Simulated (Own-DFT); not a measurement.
# What a defect does to the pressure of its cell: 3C SiC

Source: density functional calculations with Own-DFT, an unreviewed in-house program that is no longer used. Nothing was measured or relaxed, and spin and spin-orbit coupling are left out.

All runs used: PBE; PseudoDojo norm-conserving scalar-relativistic files; cutoff 42 hartree; 4 x 4 x 4 k mesh centred on Gamma; Fermi-Dirac smearing of 0.1 eV.

Known weak points (not all hold for every row): not probed for a lower state with spin; forces on such cells failed a check on a denser k mesh; forces on such cells passed a denser k mesh, each cell not checked; stress not checked against mesh or cutoff.

All runs share one cell, with vectors in Å (8.719, 0.000, 0.000); (0.000, 8.719, 0.000); (0.000, 0.000, 8.719) and a volume of 662.9 Å³. The atoms are randomly displaced, by u rms on each axis. The defect's site can differ from row to row.

| cell | formula | u (Å) | P (GPa) |
|---|---|---|---|
| no defect | C32Si32 | 0.0290 | 3.85 |
| no defect | C32Si32 | 0.0324 | 3.83 |
| no defect | C32Si32 | 0.0621 | 6.68 |
| one Al on a Si site and one N on a C site | AlC31NSi31 | 0.0455 | 5.16 |
| one Al on a Si site and one N on a C site | AlC31NSi31 | 0.0470 | 5.37 |
| one Al on a Si site and one N on a C site | AlC31NSi31 | 0.0500 | 5.58 |
| one C vacancy | C31Si32 | 0.0296 | 3.41 |
| one C vacancy | C31Si32 | 0.0320 | 3.42 |
| one C vacancy | C31Si32 | 0.0478 | ? |
| one C vacancy | C31Si32 | 0.0534 | 4.66 |

## Worked fit

P = P0 + c u² + a shift for each defect gives P0 = 3.11 GPa, c = 877 ± 72 GPa/Å² and a scatter of 0.20 GPa. The shifts, and each times the cell's volume:

- one Al on a Si site and one N on a C site: 0.28 ± 0.17 GPa, 1.2 eV (not resolved)
- one C vacancy: -0.66 ± 0.17 GPa, -2.8 eV

A positive shift means that the defect pushes the cell outwards. Shift times volume (160.2 GPa Å³ is 1 eV) depends little on the cell's size, so, taken for each site, it can be compared between cells at like pressure. The atoms around the defects weren't relaxed, which would change these numbers.

## Test on the hidden row

Asked: what pressure belongs in the blank (one C vacancy, u = 0.0478 Å)?

The fit gives 4.45 ± 0.24 GPa. The hidden result is 4.29 GPa.
